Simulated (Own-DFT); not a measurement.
## Calculated data, Hf36O71 (tetragonal hafnia with one neutral oxygen vacancy, atoms displaced)

A calculation, not a measurement: plane-wave PBE and HSE06 DFT by an unreviewed code, no spin, of a simulated cell at Gamma alone, so results move with cell size and shape, stress positive in tension, energies less offsets, not probed for a lower state with spin; hafnium file: forces about 75 meV/angstrom off all-electron values; oxygen file: force components 24 meV/angstrom off all-electron in a glass; k mesh not checked against a denser one; forces and stress are PBE's, HSE06 gives the energy alone, and its difference from PBE has offsets of its own; offsets are fitted by least squares, one for each functional and potential file, so energies compare only between cells with the same atoms and settings and are not formation energies; the far tail of each file's local potential was reset to the Coulomb form; each entry is a single point on an unrelaxed cell, so the pressure reflects the starting lattice, taken from the Materials Project, from which strain is counted, and rises with the displacements; printed positions are rounded, which can move forces by about a meV/angstrom; the program is a retired in-house code; no spin-orbit coupling. Program: Own-DFT development build.

Settings shared by all entries: first functional PBE; second functional HSE06; exact exchange share 0.25; screening 0.11 1/bohr; exchange divergence Gygi-Baldereschi; potential files PseudoDojo norm-conserving, scalar-relativistic, made for PBE, standard set; wave cutoff 48 hartree; occupations fixed; k mesh 1 x 1 x 1 centred on Gamma.

(1) Hf36O71 (tetragonal hafnia with one neutral oxygen vacancy, atoms displaced)

```
cell vectors (Å)
  10.7800     0.0000     0.0000
   0.0000    10.7800     0.0000
   0.0000     0.0000    10.4493
atoms (fractions of the cell vectors)
Hf  0.00004  0.99933  0.99539
Hf  0.16824  0.16500  0.25011
O   0.99978  0.16415  0.15098
O   0.16894  0.99892  0.35147
O   0.00149  0.16571  0.39977
O   0.17120  0.99535  0.09879
Hf  0.99891  0.99977  0.49799
Hf  0.16323  0.16107  0.75273
O   0.99859  0.16699  0.65332
O   0.17037  0.00674  0.84821
O   0.00127  0.17004  0.90642
O   0.17229  0.99951  0.59810
Hf  0.99433  0.33390  0.00101
Hf  0.16655  0.49968  0.25244
O   0.99374  0.49860  0.15028
O   0.16651  0.33378  0.35113
O   0.00192  0.49922  0.39598
O   0.16736  0.33433  0.09460
Hf  0.00025  0.32811  0.50143
Hf  0.16631  0.50500  0.75017
O   0.99836  0.50169  0.65859
O   0.17028  0.32658  0.84660
O   0.00470  0.49535  0.90452
O   0.16809  0.33027  0.59771
Hf  0.00284  0.66660  0.99929
Hf  0.16542  0.83076  0.25350
O   0.99882  0.83151  0.14773
O   0.16724  0.66869  0.35088
O   0.00126  0.83530  0.40722
O   0.17089  0.66468  0.10089
Hf  0.00243  0.66468  0.50544
Hf  0.16711  0.84007  0.75193
O   0.00291  0.82801  0.65403
O   0.16762  0.66891  0.84540
O   0.00004  0.84340  0.90599
O   0.16937  0.66134  0.59860
Hf  0.33650  0.99624  0.99921
Hf  0.49909  0.16455  0.24838
O   0.33006  0.16624  0.14837
O   0.50142  0.99848  0.35026
O   0.33353  0.16757  0.40525
O   0.49904  0.99922  0.09923
Hf  0.33436  0.99798  0.49733
Hf  0.50012  0.16688  0.74853
O   0.33876  0.16563  0.65637
O   0.50173  0.00184  0.84719
O   0.33817  0.16575  0.90294
O   0.50547  0.00344  0.59956
Hf  0.33173  0.33716  0.99837
Hf  0.49752  0.50023  0.24955
O   0.33064  0.50104  0.14860
O   0.49611  0.33329  0.34786
O   0.33276  0.50083  0.40140
O   0.49728  0.33467  0.09775
Hf  0.33683  0.33160  0.49633
Hf  0.49912  0.50048  0.74922
O   0.33430  0.50125  0.65453
O   0.49497  0.33035  0.84593
O   0.33186  0.50058  0.89580
O   0.50016  0.33266  0.59832
Hf  0.33314  0.67151  0.00141
Hf  0.50181  0.83363  0.25096
O   0.32987  0.83697  0.15129
O   0.33661  0.83489  0.40607
O   0.50408  0.66846  0.09648
Hf  0.33321  0.66582  0.49537
Hf  0.49774  0.83349  0.74461
O   0.33185  0.83625  0.65343
O   0.50494  0.66543  0.84992
O   0.33370  0.83362  0.89928
O   0.49825  0.67259  0.59801
Hf  0.66714  0.99791  0.99954
Hf  0.83429  0.16897  0.25087
O   0.66821  0.16652  0.15358
O   0.83466  0.99730  0.34382
O   0.66463  0.16493  0.40225
O   0.83348  0.00084  0.09955
Hf  0.66506  0.99667  0.50315
Hf  0.83609  0.16501  0.74663
O   0.66898  0.16190  0.65343
O   0.83346  0.00094  0.84847
O   0.66636  0.16162  0.89881
O   0.83473  0.00064  0.59906
Hf  0.66825  0.33163  0.99672
Hf  0.83549  0.50116  0.25203
O   0.66406  0.50804  0.15236
O   0.83433  0.33513  0.35096
O   0.67114  0.50204  0.40436
O   0.83637  0.33445  0.09579
Hf  0.66936  0.33725  0.50357
Hf  0.83609  0.50003  0.74925
O   0.66511  0.50074  0.64871
O   0.83673  0.32917  0.85355
O   0.66665  0.50261  0.89784
O   0.83480  0.33446  0.59044
Hf  0.67163  0.66648  0.00203
Hf  0.83107  0.83232  0.24964
O   0.66743  0.83262  0.15498
O   0.83732  0.66734  0.34842
O   0.66572  0.83297  0.40420
O   0.83081  0.66440  0.09680
Hf  0.66552  0.67115  0.49976
Hf  0.83058  0.83630  0.74797
O   0.66362  0.83011  0.65683
O   0.83234  0.66801  0.85010
O   0.66365  0.83056  0.90609
O   0.83060  0.66801  0.59599
```

| Quantity | Value |
| --- | --- |
| PBE energy of cell above offsets | -100.624 eV |
| HSE06 less PBE above offsets | -0.130 eV |
| PBE pressure | 0.79 GPa |
| PBE stress xx | -0.59 GPa |
| PBE stress yy | -0.46 GPa |
| PBE stress zz | -1.3 GPa |
| PBE stress yz | -0.25 GPa |
| PBE stress xz | 0.15 GPa |
| PBE stress xy | 0.07 GPa |

Force:
```tsv
element	x (eV/Å)	y (eV/Å)	z (eV/Å)
Hf	0.095	1.728	2.302
Hf	-0.243	0.204	-0.667
O	0.288	0.216	0.643
O	0.031	-0.038	-0.249
O	-0.204	-0.149	0.399
O	-0.994	0.208	-0.296
Hf	0.617	0.021	0.012
Hf	1.695	2.586	-0.637
O	0.221	-0.15	-0.602
O	-0.371	-1.92	0.595
O	-0.081	-1.084	-0.893
O	-1.39	0.019	0.09
Hf	1.777	-0.417	0.023
Hf	-0.46	-0.457	-0.582
O	1.39	0.485	0.085
O	0.148	-0.228	-0.671
O	0.054	0.106	1.2
O	-0.607	0.219	0.685
Hf	1.27	0.631	-0.78
Hf	1.196	-1.648	0.381
O	0.169	0.122	-0.997
O	-0.072	1.011	-0.388
O	-0.141	1.362	-0.431
O	-0.344	0.249	-0.43
Hf	-0.395	0.101	0.425
Hf	-0.313	0.932	-1.001
O	0.226	-0.374	0.879
O	0.007	-0.344	0.053
O	0.142	-0.594	-0.216
O	-1.072	0.119	-0.267
Hf	-0.384	0.098	-0.771
Hf	0.372	-0.322	-0.232
O	-0.449	0.253	0.224
O	-0.589	0.657	0.632
O	0.315	-2.497	-1.247
O	-0.352	0.031	-0.085
Hf	-0.211	1.492	0.063
Hf	0.114	0.434	-0.061
O	0.553	-0.055	0.99
O	-0.162	0.084	-0.272
O	-0.012	-0.663	-0.666
O	0.559	0.004	0.159
Hf	0.358	0.975	0.94
Hf	-0.153	-0.093	0.671
O	-1.25	-0.153	-0.616
O	-0.078	-1.061	-0.028
O	-0.11	-0.28	0.451
O	-0.915	-0.726	-0.303
Hf	-0.186	-0.861	-0.767
Hf	0.202	0.208	-0.415
O	0.575	0.086	0.567
O	0.129	0.137	-0.25
O	0.296	0.17	-0.369
O	0.924	-0.059	-0.112
Hf	-0.417	0.101	1.186
Hf	-0.081	-0.233	0.657
O	-0.077	0.068	-0.663
O	0.77	1.007	0.198
O	-0.104	0.748	0.803
O	0.431	0.107	-0.303
Hf	1.004	-1.019	-0.325
Hf	-0.523	-0.542	-0.349
O	0.904	-0.663	0.527
O	0.24	-0.832	-0.759
O	-1.234	0.294	0.614
Hf	0.172	-0.183	0.815
Hf	-0.248	-0.17	1.642
O	-0.142	0.041	-0.267
O	-0.638	0.455	-0.727
O	-0.159	-0.16	0.005
O	0.006	-0.14	-0.867
Hf	-0.098	0.289	0.002
Hf	-0.087	-0.513	-0.19
O	-0.306	0.274	-0.188
O	0.12	0.414	0.639
O	0.227	0.171	0.38
O	-0.055	-0.204	-0.605
Hf	0.155	1.621	-0.548
Hf	-1.124	0.044	1.008
O	0.54	0.526	-0.267
O	0.075	-0.204	-0.348
O	0.224	0.993	0.741
O	0.033	-0.565	-0.076
Hf	-0.691	-0.023	-0.051
Hf	-0.79	0.187	-0.007
O	0.36	-0.786	0.396
O	-0.061	-0.38	-0.533
O	-0.699	0.214	-0.222
O	-1.751	-0.14	0.861
Hf	-0.986	-0.5	-0.818
Hf	-1.514	0.139	0.787
O	0.608	-0.24	0.355
O	-0.427	0.713	-1.182
O	0.364	-1.142	0.471
O	0.07	0.013	1.551
Hf	-1.149	-0.617	-0.631
Hf	0.782	0.063	-0.381
O	-0.215	0.172	0.119
O	-0.054	0.239	-0.021
O	-0.307	-0.086	-0.367
O	1.522	0.264	0.241
Hf	-0.1	-1.32	0.179
Hf	0.318	-0.557	0.582
O	0.93	0.357	-0.721
O	0.775	0.027	-0.589
O	0.539	0.873	-0.293
O	0.687	0.022	0.373
```

(2) Hf36O71 (tetragonal hafnia with one neutral oxygen vacancy, atoms displaced)

```
cell vectors (Å)
  10.7800     0.0000     0.0000
   0.0000    10.7800     0.0000
   0.0000     0.0000    10.4493
atoms (fractions of the cell vectors)
Hf  0.99547  0.00079  0.99765
Hf  0.17252  0.16393  0.25455
O   0.00556  0.16746  0.15771
O   0.16894  0.00098  0.34955
O   0.00511  0.15873  0.41138
O   0.16536  0.00155  0.09931
Hf  0.00338  0.00467  0.50399
Hf  0.16841  0.16333  0.75137
O   0.99599  0.16886  0.65088
O   0.16685  0.00183  0.84715
O   0.00279  0.16262  0.90552
O   0.16398  0.00502  0.60298
Hf  0.00545  0.33541  0.99450
Hf  0.16941  0.49678  0.24974
O   0.99948  0.49772  0.15606
O   0.16406  0.33582  0.34405
O   0.99844  0.49104  0.40679
O   0.16742  0.32415  0.09458
Hf  0.00175  0.34164  0.49628
Hf  0.16880  0.49551  0.74453
O   0.00164  0.50901  0.65394
O   0.16880  0.32735  0.84233
O   0.99484  0.49750  0.89942
O   0.16879  0.33384  0.59658
Hf  0.00399  0.67087  0.00325
Hf  0.15883  0.82975  0.26053
O   0.99872  0.82507  0.14605
O   0.16731  0.66766  0.34541
O   0.99382  0.83393  0.40498
O   0.16594  0.66572  0.09925
Hf  0.99940  0.67222  0.49778
Hf  0.17167  0.82956  0.75840
O   0.99754  0.83650  0.65408
O   0.15874  0.66761  0.84721
O   0.99872  0.83651  0.90668
O   0.16637  0.66937  0.60115
Hf  0.33491  0.00032  0.98658
Hf  0.49866  0.16180  0.24594
O   0.33263  0.17034  0.15754
O   0.49690  0.99905  0.34322
O   0.33713  0.17173  0.40324
O   0.49341  0.99893  0.10527
Hf  0.32860  0.99709  0.49828
Hf  0.50717  0.16290  0.75033
O   0.32682  0.17062  0.64783
O   0.49901  0.00294  0.84846
O   0.33238  0.15177  0.89937
O   0.50342  0.99716  0.60079
Hf  0.33224  0.33493  0.99854
Hf  0.49259  0.50120  0.23860
O   0.33312  0.50731  0.14857
O   0.49768  0.34264  0.34709
O   0.33199  0.49222  0.39736
O   0.50507  0.33236  0.09560
Hf  0.33320  0.33467  0.49320
Hf  0.49832  0.49327  0.75310
O   0.34285  0.49831  0.65073
O   0.50548  0.33216  0.85706
O   0.50103  0.33399  0.60160
Hf  0.32623  0.65895  0.99039
Hf  0.50064  0.83448  0.24983
O   0.33821  0.83451  0.15588
O   0.48789  0.65896  0.34541
O   0.32416  0.83722  0.40407
O   0.50763  0.66061  0.09372
Hf  0.33605  0.66201  0.49006
Hf  0.50047  0.82962  0.75644
O   0.33315  0.83810  0.65456
O   0.49565  0.67360  0.84949
O   0.33556  0.83351  0.90072
O   0.49992  0.66712  0.59579
Hf  0.67071  0.99299  0.00547
Hf  0.82402  0.17651  0.24404
O   0.66192  0.15857  0.14638
O   0.82579  0.00096  0.34911
O   0.66980  0.16970  0.40383
O   0.82317  0.99915  0.09552
Hf  0.66476  0.00111  0.50005
Hf  0.82654  0.16434  0.75612
O   0.65756  0.15981  0.65777
O   0.83942  0.00153  0.84869
O   0.66335  0.16802  0.90574
O   0.82499  0.99257  0.59377
Hf  0.67371  0.33033  0.99818
Hf  0.83370  0.49933  0.25311
O   0.66761  0.51445  0.15012
O   0.82915  0.33762  0.35406
O   0.66567  0.49434  0.40360
O   0.82635  0.33301  0.10065
Hf  0.67366  0.33368  0.50364
Hf  0.83748  0.50001  0.74605
O   0.67514  0.49415  0.65020
O   0.82340  0.33005  0.84508
O   0.66143  0.50224  0.90209
O   0.82083  0.32766  0.60295
Hf  0.66774  0.67024  0.00848
Hf  0.84304  0.82281  0.23826
O   0.65853  0.82810  0.14780
O   0.83442  0.66009  0.34308
O   0.67650  0.83587  0.40590
O   0.83672  0.66315  0.09647
Hf  0.66502  0.67442  0.50490
Hf  0.83412  0.82874  0.74705
O   0.66411  0.83904  0.65713
O   0.83443  0.67159  0.84194
O   0.67751  0.82847  0.90108
O   0.84164  0.67015  0.60537
```

| Property | Result |
| --- | --- |
| PBE energy of cell above offsets | -95.600 eV |
| HSE06 less PBE above offsets | 0.103 eV |
| PBE pressure | 2.79 GPa |
| PBE stress xx | -1.51 GPa |
| PBE stress yy | -3.77 GPa |
| PBE stress zz | -3.08 GPa |
| PBE stress yz | 1.9 GPa |
| PBE stress xz | -0.26 GPa |
| PBE stress xy | 0.01 GPa |

Force:
```tsv
element	x (eV/Å)	y (eV/Å)	z (eV/Å)
Hf	1.005	0.62	0.814
Hf	-1.169	-0.334	-0.826
O	-1.748	0.134	0.094
O	-0.067	-0.887	0.537
O	0.091	2.716	-1.07
O	-0.064	-0.376	-0.437
Hf	-1.924	-0.247	1.013
Hf	-0.408	-0.776	-1.825
O	-0.17	-0.193	1.211
O	-0.214	-1.311	0.455
O	-0.307	1.54	-0.134
O	0.689	-0.429	-0.533
Hf	-0.682	-0.975	0.95
Hf	-0.632	0.269	-0.354
O	0.772	-0.226	-0.257
O	-0.139	-0.436	0.358
O	0.284	3.769	-1.33
O	0.39	1.268	-0.345
Hf	-0.448	-4.367	2.137
Hf	0.225	0.146	-0.484
O	0.175	-1.118	-0.63
O	0.297	1.659	1.12
O	0.445	0.069	0.392
O	-0.798	1.151	-0.254
Hf	-0.844	-0.618	-1.284
Hf	2.365	2.079	-2.062
O	1.051	0.367	0.411
O	-0.313	-1.512	0.777
O	0.618	-0.008	-1.432
O	0.397	-0.056	-0.292
Hf	0.173	-0.691	1.644
Hf	-0.729	1.518	-2.032
O	1.562	-0.235	0.012
O	0.976	-1.431	0.943
O	0.393	-0.713	-0.187
O	0.507	-0.339	-0.96
Hf	-0.45	-1.806	3.473
Hf	-0.116	1.225	0.762
O	0.384	0.322	-0.813
O	0.124	-0.204	1.073
O	-0.388	-1.24	-0.505
O	0.943	0.156	-1.156
Hf	0.798	1.318	1.672
Hf	-2.818	0.728	-0.024
O	1.205	-0.305	0.685
O	0.35	-1.538	0.537
O	-0.19	4.499	-0.518
O	-1.652	0.279	-0.712
Hf	1.223	-1.278	-0.082
Hf	3.151	-0.932	1.195
O	-1.564	-0.628	-1.609
O	-0.34	-1.411	-0.805
O	-1.077	2.11	-0.492
O	-1.161	0.397	0.07
Hf	1.671	-1.408	1.768
Hf	2.556	-0.062	-0.127
O	-2.097	0.476	0.387
O	-1.617	0.109	-0.926
O	-0.124	0.022	-0.038
Hf	1.574	0.895	1.172
Hf	-1.184	-0.085	-0.438
O	-1.357	-0.9	0.405
O	0.175	1.556	0.4
O	0.171	-1.548	-0.024
O	-3.125	0.12	0.038
Hf	0.173	0.512	1.192
Hf	-0.099	1.708	-1.481
O	-0.003	-0.185	0.066
O	-0.683	-2.383	0.149
O	-0.829	-1.085	-0.148
O	-0.094	0.252	-0.145
Hf	-2.784	0.45	-1.392
Hf	0.992	-1.845	1.642
O	0.549	0.503	0.466
O	0.7	0.041	-1.957
O	-0.414	-0.171	-0.539
O	2.953	-0.412	0.974
Hf	0.711	0.268	-0.412
Hf	0.727	-0.149	-1.556
O	2.629	0.085	-0.839
O	-0.406	-0.343	0.209
O	0.416	-1.418	-0.46
O	1.371	0.664	0.605
Hf	-1.957	1.488	-0.878
Hf	-1.7	-0.655	-0.658
O	0.528	-0.94	0.934
O	0.809	-0.993	-0.577
O	0.458	2.034	0.192
O	1.96	-0.256	0.372
Hf	-2.901	0.863	-1.114
Hf	-1.229	0.481	1.104
O	-1.3	1.09	0.552
O	0.776	0.53	0.744
O	0.356	0.122	0.157
O	3.744	0.078	0.516
Hf	0.254	-1.643	-1.672
Hf	-2.956	1.798	2.445
O	1.829	0.264	0.294
O	0.578	1.307	0.783
O	-1.095	-1.547	-0.395
O	0.47	0.746	0.318
Hf	0.624	-1.469	-0.216
Hf	-0.343	1.288	0.004
O	0.025	-1.303	-0.391
O	0.499	-1.86	0.84
O	-0.714	1.209	0.319
O	-1.44	-0.015	-1.564
```
